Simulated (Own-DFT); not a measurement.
# Computed records: SiC (4H silicon carbide, strained, atoms displaced), GaP (zincblende, atoms displaced), GaP (zincblende, strained, atoms displaced)

Computed with Own-DFT development build. A calculation, not a measurement: plane-wave PBE density functional theory by an unreviewed code, no spin, of a simulated periodic cell, stress positive in tension, free energy of the whole cell less one offset for each atom, forces on such cells passed a denser k mesh, this cell's mesh not checked; offsets are fitted by least squares, one for each functional and potential file, so energies compare only between cells with the same atoms and settings and are not formation energies; the far tail of each file's local potential was reset to the Coulomb form; each entry is a single point on an unrelaxed cell, so the pressure reflects the starting lattice, mostly measured values (interpolated for alloys), from which strain is counted, and rises with the displacements; printed positions are rounded, which can move forces by about a meV/angstrom; the program, named Own-DFT, is a retired in-house code; no spin-orbit coupling.

Common to all runs: functional PBE; potential files PseudoDojo norm-conserving, scalar-relativistic, standard set; wave cutoff 42 hartree; occupations Fermi-Dirac; smearing width 0.1 eV; hardware one NVIDIA H100.

(1) SiC (4H silicon carbide, strained, atoms displaced)

```
SiC
1.0
      9.3840     0.1260    -0.1250
     -4.5829     7.9242     0.1965
     -0.1361     0.1684    10.2184
Si C Si C Si C Si C Si C Si C Si C Si C Si C Si C Si C Si C Si C Si C Si C Si C Si C Si C
2 2 2 2 2 2 2 2 2 2 2 2 2 2 2 2 2 2 2 2 2 2 2 2 2 2 2 2 2 2 2 2 2 2 2 2
Direct
  0.00422 0.00456 0.40805
  0.10986 0.21461 0.15479
  0.00258 0.99860 0.09244
  0.11825 0.23080 0.34536
  0.00087 0.32990 0.39836
  0.10852 0.55544 0.15824
  0.99755 0.33717 0.09566
  0.11690 0.56285 0.34825
  0.00742 0.67447 0.40979
  0.11008 0.87503 0.15794
  0.99903 0.66593 0.09455
  0.11080 0.88140 0.33564
  0.32941 0.99609 0.40557
  0.43606 0.21210 0.15681
  0.34546 0.00811 0.08985
  0.44350 0.22144 0.34839
  0.33703 0.32478 0.40249
  0.44533 0.56064 0.14927
  0.33780 0.34102 0.09581
  0.43208 0.55137 0.34123
  0.33444 0.66382 0.40521
  0.45077 0.88906 0.15820
  0.33382 0.67391 0.09282
  0.46204 0.89202 0.34226
  0.65682 0.00325 0.40790
  0.77631 0.21885 0.15365
  0.66812 0.00659 0.10102
  0.76341 0.22222 0.33550
  0.66245 0.32144 0.39950
  0.78457 0.56557 0.15281
  0.66329 0.33241 0.09183
  0.77188 0.55479 0.33610
  0.67334 0.67532 0.40743
  0.78591 0.88643 0.16102
  0.67180 0.67323 0.09661
  0.77243 0.88214 0.35469
  0.99036 0.99828 0.90803
  0.89180 0.77301 0.65708
  0.99664 0.99735 0.59030
  0.89033 0.77555 0.84822
  0.01264 0.67953 0.90803
  0.89080 0.44727 0.65283
  0.00231 0.67113 0.59939
  0.89081 0.44868 0.84521
  0.00725 0.33415 0.90688
  0.88877 0.11584 0.66248
  0.00141 0.33646 0.59181
  0.89829 0.11443 0.84165
  0.66513 0.99117 0.91725
  0.55655 0.77582 0.65727
  0.66169 0.99229 0.58921
  0.54911 0.76668 0.83706
  0.66322 0.67061 0.90721
  0.55691 0.44148 0.64243
  0.66892 0.66143 0.59572
  0.55103 0.44045 0.84587
  0.65519 0.33331 0.90080
  0.55861 0.11005 0.65427
  0.66087 0.31967 0.60215
  0.54720 0.10589 0.83630
  0.33614 0.00554 0.90981
  0.21734 0.77058 0.64309
  0.33243 0.99840 0.59398
  0.22469 0.78709 0.83619
  0.32983 0.66506 0.90068
  0.21823 0.44031 0.66207
  0.32473 0.65802 0.59521
  0.22013 0.44537 0.84131
  0.33434 0.33534 0.91256
  0.20694 0.10613 0.65570
  0.32988 0.34476 0.59056
  0.22526 0.11147 0.84684
```

| Item | Value |
| --- | --- |
| k mesh | 4 x 4 x 3 centred on Gamma |
| free energy of cell above offsets | -5.376 eV |
| pressure | -0.35 GPa |
| stress xx | 3.14 GPa |
| stress yy | -5.14 GPa |
| stress zz | 3.04 GPa |
| stress yz | 4.86 GPa |
| stress xz | -4.08 GPa |
| stress xy | 5.96 GPa |
| wall time | 371.9 s |

Force:
```
element  x (eV/Å)  y (eV/Å)  z (eV/Å)
     Si    -0.609    -0.889    -0.728
     Si    -0.209     1.877     0.447
      C    -0.029    -0.544     0.663
      C      0.14    -2.081    -1.123
     Si    -1.173         1     1.427
     Si     0.897     0.272     0.264
      C     1.147    -1.115    -0.157
      C     -0.67    -0.723    -0.803
     Si    -1.176    -2.573    -0.334
     Si     0.064      2.38    -1.436
      C     0.478     0.008    -0.637
      C    -0.278     2.282     1.735
     Si     0.979    -0.118     0.386
     Si     1.105     2.991     0.275
      C    -1.129    -2.518     1.226
      C     0.604    -1.353    -1.468
     Si    -2.274     2.455     1.258
     Si     0.337     0.064     2.026
      C     -0.59    -1.455    -0.164
      C     2.447     0.336    -0.353
     Si     0.123     0.137     0.698
     Si    -0.429     0.506    -0.189
      C    -0.084    -0.738    -0.893
      C    -4.297    -1.689    -0.215
     Si     3.652     0.221     0.187
     Si    -0.997     2.001    -0.298
      C     1.591    -2.191    -1.125
      C     3.807    -0.694     0.612
     Si    -1.655     2.838     1.496
     Si    -0.329    -2.546     0.157
      C    -0.166     0.307    -0.039
      C       1.1     0.329     1.893
     Si    -0.761    -3.972     0.273
     Si    -1.331     0.875     0.731
      C    -1.075     -0.14    -1.261
      C     0.678     4.254    -2.085
     Si     3.282    -0.554    -0.263
     Si    -1.489     0.696     0.876
      C     -0.52     0.097     0.912
      C    -1.483     0.718    -0.624
     Si    -0.057    -2.017    -0.733
     Si    -0.192     -1.08     1.464
      C    -0.271    -0.829    -2.188
      C    -0.022    -0.185    -0.243
     Si    -1.957     0.604     0.022
     Si    -0.076    -0.959    -2.263
      C    -0.336    -0.569     -0.29
      C     -2.47    -0.131     1.188
     Si    -1.017     1.171    -2.227
     Si    -0.514    -1.139    -1.178
      C     0.264     1.523     1.258
      C    -0.604     1.755      1.79
     Si     2.069      -1.7    -0.136
     Si    -1.277    -1.054     2.689
      C     0.036      1.23    -0.624
      C     -1.65     1.621    -1.124
     Si     3.025    -0.776     1.019
     Si    -0.947     -2.96     0.846
      C     0.643     3.313    -3.045
      C      1.43     0.291     1.886
     Si     0.597     -0.84    -1.937
     Si     0.826     1.696     2.621
      C    -0.642     0.164    -1.062
      C     0.378    -0.777     0.836
     Si     -0.61     0.889     0.291
     Si    -0.213     0.292    -1.671
      C     1.089     1.226    -0.728
      C     0.409    -0.299     1.433
     Si     0.333    -0.494    -1.485
     Si     2.515     1.279     0.498
      C     1.667    -2.271    -0.215
      C    -2.103     0.277     -0.04
```

(2) GaP (zincblende, atoms displaced)

```
GaP
1.0
     10.9010     0.0000     0.0000
      0.0000    10.9010     0.0000
      0.0000     0.0000    10.9010
Ga P Ga P Ga P Ga P Ga P Ga P Ga P Ga P
4 4 4 4 4 4 4 4 4 4 4 4 4 4 4 4
Direct
  0.01480 0.00041 0.01625
  0.98365 0.26061 0.25562
  0.23971 0.01741 0.25296
  0.25431 0.26608 0.01317
  0.12769 0.12324 0.12112
  0.13624 0.37238 0.38339
  0.37055 0.12082 0.36746
  0.37102 0.37350 0.11773
  0.99865 0.99429 0.49327
  0.01482 0.25422 0.75072
  0.24769 0.00145 0.74630
  0.25207 0.25566 0.50038
  0.10456 0.12016 0.63049
  0.12545 0.38851 0.87945
  0.38462 0.12196 0.87275
  0.36768 0.37351 0.61248
  0.00882 0.50471 0.99673
  0.00573 0.74504 0.25195
  0.25659 0.50069 0.25358
  0.24484 0.74955 0.00566
  0.11258 0.61696 0.12239
  0.13582 0.87454 0.36289
  0.37976 0.64490 0.37502
  0.39126 0.87372 0.12622
  0.99905 0.49025 0.48739
  0.98166 0.74843 0.74541
  0.25288 0.49147 0.73262
  0.25595 0.76972 0.49783
  0.13680 0.62386 0.61681
  0.13414 0.88217 0.88206
  0.37424 0.61624 0.89107
  0.39639 0.87359 0.61826
  0.48852 0.01196 0.98875
  0.49031 0.24007 0.24986
  0.75533 0.00143 0.25925
  0.74307 0.25397 0.00268
  0.63047 0.13979 0.12161
  0.64555 0.36970 0.36573
  0.86413 0.14034 0.37829
  0.85708 0.36622 0.13380
  0.49142 0.00793 0.50224
  0.50596 0.26617 0.74011
  0.74877 0.98580 0.73930
  0.75821 0.25375 0.50541
  0.62270 0.12734 0.61704
  0.64481 0.36140 0.87945
  0.86998 0.14794 0.88041
  0.87204 0.38473 0.62581
  0.48763 0.49366 0.99506
  0.48731 0.74691 0.25289
  0.74546 0.50350 0.25924
  0.75301 0.76408 0.00635
  0.61678 0.62641 0.14793
  0.62801 0.86083 0.36998
  0.88476 0.62400 0.38418
  0.87834 0.87444 0.11505
  0.50088 0.49750 0.50638
  0.50671 0.74704 0.76049
  0.74731 0.48984 0.75534
  0.75177 0.74366 0.49444
  0.63097 0.63699 0.62275
  0.63353 0.88254 0.86667
  0.87598 0.61504 0.87826
  0.87373 0.86036 0.63259
```

| Quantity | Value |
| --- | --- |
| k mesh | 3 x 3 x 3 centred on Gamma |
| free energy of cell above offsets | -24.441 eV |
| pressure | 5.27 GPa |
| stress xx | -4.94 GPa |
| stress yy | -5.31 GPa |
| stress zz | -5.58 GPa |
| stress yz | 1.15 GPa |
| stress xz | -0.83 GPa |
| stress xy | -0.11 GPa |
| wall time | 570.2 s |

Force:
```
element  x (eV/Å)  y (eV/Å)  z (eV/Å)
     Ga    -1.755    -0.257    -2.411
     Ga     1.896    -0.677    -0.174
     Ga     0.942    -1.693    -1.129
     Ga    -2.153    -2.773    -2.945
      P    -0.057     2.838     1.202
      P    -1.269      0.34    -2.002
      P     0.059     0.749     1.742
      P     1.964     1.332     3.212
     Ga    -0.712    -0.109    -0.167
     Ga    -2.082     1.161     1.167
     Ga     0.819    -0.113    -0.102
     Ga    -0.809    -2.865    -0.064
      P     2.409    -0.308     -1.26
      P      1.44    -1.579    -1.146
      P    -2.642     3.175    -2.201
      P     1.902     0.131      1.18
     Ga    -2.471    -1.116     0.309
     Ga    -0.884      0.31    -0.419
     Ga    -0.215     0.728    -0.095
     Ga     0.581     0.124     0.482
      P     2.205     0.977     1.546
      P     -1.26     0.488     0.728
      P    -1.881    -3.186      1.83
      P    -2.091     1.193    -0.739
     Ga     0.801     0.493     1.704
     Ga     3.329    -2.016     2.143
     Ga     -0.45     1.396     1.942
     Ga     0.024    -1.153     0.621
      P    -1.302     0.855    -0.123
      P    -1.077    -0.907    -0.894
      P    -1.056     1.472    -2.859
      P    -2.016    -0.137     1.731
     Ga     3.054    -2.027     2.354
     Ga     1.446     1.321    -0.646
     Ga    -0.698    -0.268    -1.117
     Ga     1.921    -1.254     1.235
      P    -1.658    -2.665     0.993
      P    -3.286    -0.831      1.89
      P     1.749    -2.413    -0.053
      P     1.413     2.351    -0.855
     Ga     1.614    -0.137    -1.344
     Ga     0.076    -1.347     0.745
     Ga     0.612     2.654     0.115
     Ga    -1.208     0.529     0.889
      P     0.507     0.097     0.411
      P    -3.968     2.722    -1.809
      P     1.361    -2.492    -0.923
      P     1.387    -0.932    -0.039
     Ga     3.114    -0.545     1.066
     Ga     2.138     1.389    -0.963
     Ga     1.348     1.204    -0.875
     Ga    -1.459    -2.161    -1.017
      P     0.647    -0.375    -2.661
      P    -0.238     1.764      0.39
      P    -0.597     0.256    -1.448
      P      1.09     1.026     2.585
     Ga     1.176     0.863    -1.403
     Ga    -0.256    -0.255     0.105
     Ga     0.133     1.714    -0.469
     Ga     0.375     0.604     0.075
      P    -0.899    -2.204     1.191
      P    -1.409    -0.699     1.897
      P    -0.871     1.071     0.052
      P    -0.804      2.17    -3.182
```

(3) GaP (zincblende, strained, atoms displaced)

```
GaP
1.0
     10.8620     0.0000     0.0000
      0.0000    10.8620     0.0000
      0.0000     0.0000    10.9439
Ga P Ga P Ga P Ga P Ga P Ga P Ga P Ga P
4 4 4 4 4 4 4 4 4 4 4 4 4 4 4 4
Direct
  0.00047 0.99953 0.99901
  0.99867 0.24833 0.24782
  0.24948 0.00587 0.25270
  0.24583 0.25004 0.00094
  0.12303 0.12268 0.12475
  0.12407 0.37651 0.37467
  0.37324 0.12050 0.37433
  0.37407 0.37332 0.12951
  0.99485 0.00182 0.49864
  0.00069 0.24905 0.74913
  0.25182 0.00380 0.74910
  0.25272 0.24873 0.49576
  0.12965 0.12403 0.62541
  0.12219 0.37871 0.87152
  0.37133 0.12559 0.87455
  0.37011 0.36929 0.62688
  0.99951 0.49937 0.00087
  0.99888 0.75183 0.24566
  0.24484 0.50067 0.25235
  0.24627 0.74964 0.00342
  0.12522 0.62397 0.12493
  0.12465 0.87424 0.37180
  0.37157 0.61761 0.36880
  0.37639 0.87124 0.12020
  0.99834 0.49747 0.50534
  0.00167 0.75203 0.74864
  0.24819 0.50208 0.75087
  0.24870 0.75334 0.50070
  0.12249 0.62774 0.62707
  0.12566 0.87803 0.87278
  0.37461 0.62380 0.87605
  0.37562 0.87740 0.62893
  0.49713 0.00589 0.99613
  0.50365 0.24734 0.24644
  0.74817 0.00110 0.25008
  0.75254 0.25305 0.99848
  0.62212 0.12403 0.12237
  0.62651 0.37317 0.37912
  0.87213 0.12657 0.37348
  0.87174 0.37614 0.12828
  0.50368 0.00415 0.50212
  0.50076 0.24876 0.74982
  0.74680 0.99684 0.74964
  0.74303 0.24895 0.50517
  0.62585 0.12407 0.62255
  0.61943 0.37445 0.87566
  0.87845 0.12496 0.87656
  0.87612 0.37349 0.62258
  0.50120 0.49904 0.99799
  0.50191 0.74632 0.24893
  0.75404 0.49928 0.24410
  0.74897 0.74930 0.00229
  0.62740 0.62094 0.12619
  0.62304 0.87489 0.37727
  0.87742 0.62407 0.37639
  0.87292 0.87743 0.12557
  0.49287 0.49739 0.49932
  0.49966 0.74990 0.75084
  0.75149 0.49832 0.75276
  0.74807 0.75040 0.50058
  0.62556 0.62090 0.62290
  0.62277 0.87762 0.87401
  0.87621 0.62682 0.87686
  0.86996 0.87406 0.62240
```

| Quantity | Value |
| --- | --- |
| k mesh | 3 x 3 x 3 centred on Gamma |
| free energy of cell above offsets | -35.240 eV |
| pressure | 3.08 GPa |
| stress xx | -3.27 GPa |
| stress yy | -3.28 GPa |
| stress zz | -2.69 GPa |
| stress yz | -0.09 GPa |
| stress xz | -0.3 GPa |
| stress xy | -0.03 GPa |
| wall time | 505.8 s |

Force:
```
element  x (eV/Å)  y (eV/Å)  z (eV/Å)
     Ga    -0.058    -0.224     0.088
     Ga     0.068     0.194     0.284
     Ga    -0.003    -1.114    -0.624
     Ga     0.138     0.358    -0.069
      P     0.052      0.25    -0.026
      P    -0.302    -0.434     0.218
      P     0.845     0.668     0.106
      P    -0.118     0.219    -0.485
     Ga     0.482    -0.187     0.044
     Ga     0.113    -0.037    -0.158
     Ga    -0.124    -0.412     0.122
     Ga    -0.408    -0.015     0.053
      P    -0.709     0.178     -0.49
      P     0.096    -0.422     0.484
      P      0.16      0.47      0.01
      P     0.271     0.538    -0.034
     Ga    -0.099     0.037     0.024
     Ga    -0.005    -0.251     0.382
     Ga     0.094    -0.451    -0.565
     Ga     0.209     0.018    -0.602
      P    -0.367    -0.015    -0.001
      P      -0.2     0.334     0.243
      P     0.282     1.136     0.886
      P    -0.038     0.661      0.63
     Ga     0.326     0.408    -0.547
     Ga    -0.461     0.218     0.202
     Ga     0.183    -0.016    -0.186
     Ga      0.29    -0.296    -0.219
      P     0.364    -0.269    -0.349
      P     0.056    -0.234     0.178
      P    -0.091     0.231     0.048
      P     0.148     -0.14    -0.515
     Ga    -0.042    -0.662      0.19
     Ga    -0.304     0.219     0.713
     Ga    -0.195    -0.092     0.052
     Ga    -0.357     -0.29      0.05
      P     0.639     0.064    -0.159
      P      -0.3     0.304     -0.71
      P    -0.149     0.184     0.267
      P      0.79     -0.48    -0.774
     Ga    -0.703     -0.66    -0.271
     Ga    -0.279    -0.147    -0.073
     Ga     0.457     0.331     0.108
     Ga     0.912     0.261    -0.646
      P    -0.164      0.03     0.996
      P      0.82    -0.159    -0.241
      P    -0.554    -0.001    -0.404
      P    -0.475    -0.324     0.655
     Ga    -0.552      0.04     0.581
     Ga    -0.274     0.152     0.078
     Ga    -0.453     0.228     1.434
     Ga    -0.059     0.231    -0.233
      P    -0.262     0.254    -0.332
      P     0.019    -0.038    -0.323
      P    -0.194     0.127    -0.236
      P     0.023     -0.09    -0.214
     Ga     0.294    -0.167     0.137
     Ga      0.14     -0.28    -0.149
     Ga    -0.063     0.051    -0.156
     Ga    -0.019    -0.447    -0.306
      P    -0.344     0.159     0.243
      P     0.034    -0.343     0.391
      P    -0.098    -0.001    -0.151
      P     0.518     0.149     0.349
```
